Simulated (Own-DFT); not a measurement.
# What a defect does to the pressure of its cell: zincblende GaAs

Source: density functional calculations with Own-DFT, an unreviewed in-house program that is no longer used. Nothing was measured or relaxed, and spin and spin-orbit coupling are left out.

Common settings: PBE; PseudoDojo norm-conserving scalar-relativistic files; cutoff 42 hartree; 3 x 3 x 3 k mesh centred on Gamma; Fermi-Dirac smearing of 0.1 eV.

Caveats (not all hold for every row): not probed for a lower state with spin; forces not confirmed at this smearing and k mesh; stress not checked against mesh or cutoff.

All runs share one cell, with vectors in Å (11.737, 0.000, 0.000); (0.000, 11.737, 0.000); (0.000, 0.000, 10.919) and a volume of 1504.3 Å³, strained against the parent crystal. The atoms are randomly displaced, by u rms on each axis. The defect's site can differ from row to row.

```
                             cell     formula   u (Å)  P (GPa)
                        no defect    As32Ga32  0.0285     0.76
                        no defect    As32Ga32  0.0329     0.80
                        no defect    As32Ga32  0.0516     1.13
              one Al on a Ga site  AlAs32Ga31  0.0293     0.74
              one Al on a Ga site  AlAs32Ga31  0.0509     1.07
              one Al on a Ga site  AlAs32Ga31  0.0528     1.14
              one In on a Ga site  As32Ga31In  0.0283     1.27
              one In on a Ga site  As32Ga31In  0.0318     1.35
              one In on a Ga site  As32Ga31In  0.0430     1.52
              one In on a Ga site  As32Ga31In  0.0510        ?
one As vacancy and one Ga vacancy    As31Ga31  0.0312     0.47
one As vacancy and one Ga vacancy    As31Ga31  0.0470     0.75
one As vacancy and one Ga vacancy    As31Ga31  0.0549     0.84
              one P on an As site   As31Ga32P  0.0293     0.52
              one P on an As site   As31Ga32P  0.0459     0.71
              one P on an As site   As31Ga32P  0.0542     0.84
```

## Working it out

P = P0 + c u² + a shift for each defect gives P0 = 0.61 GPa, c = 189 ± 9 GPa/Å² and a scatter of 0.03 GPa. The shifts, and each times the cell's volume:

- one In on a Ga site: 0.54 ± 0.02 GPa, 5.1 eV
- one Al on a Ga site: -0.02 ± 0.02 GPa, -0.2 eV (not resolved)
- one P on an As site: -0.29 ± 0.02 GPa, -2.8 eV
- one As vacancy and one Ga vacancy: -0.31 ± 0.02 GPa, -2.9 eV

A positive shift means that the defect pushes the cell outwards. Shift times volume (160.2 GPa Å³ is 1 eV) depends little on the cell's size, so, taken for each site, it can be compared between cells at like pressure. The atoms around the defects weren't relaxed, which would change these numbers.

## Withheld run

The question: what pressure belongs in the blank (one In on a Ga site, u = 0.0510 Å)?

Estimate: 1.64 ± 0.04 GPa. The hidden result is 1.83 GPa. This run lies off the fit, by chance or by something that the fit leaves out.
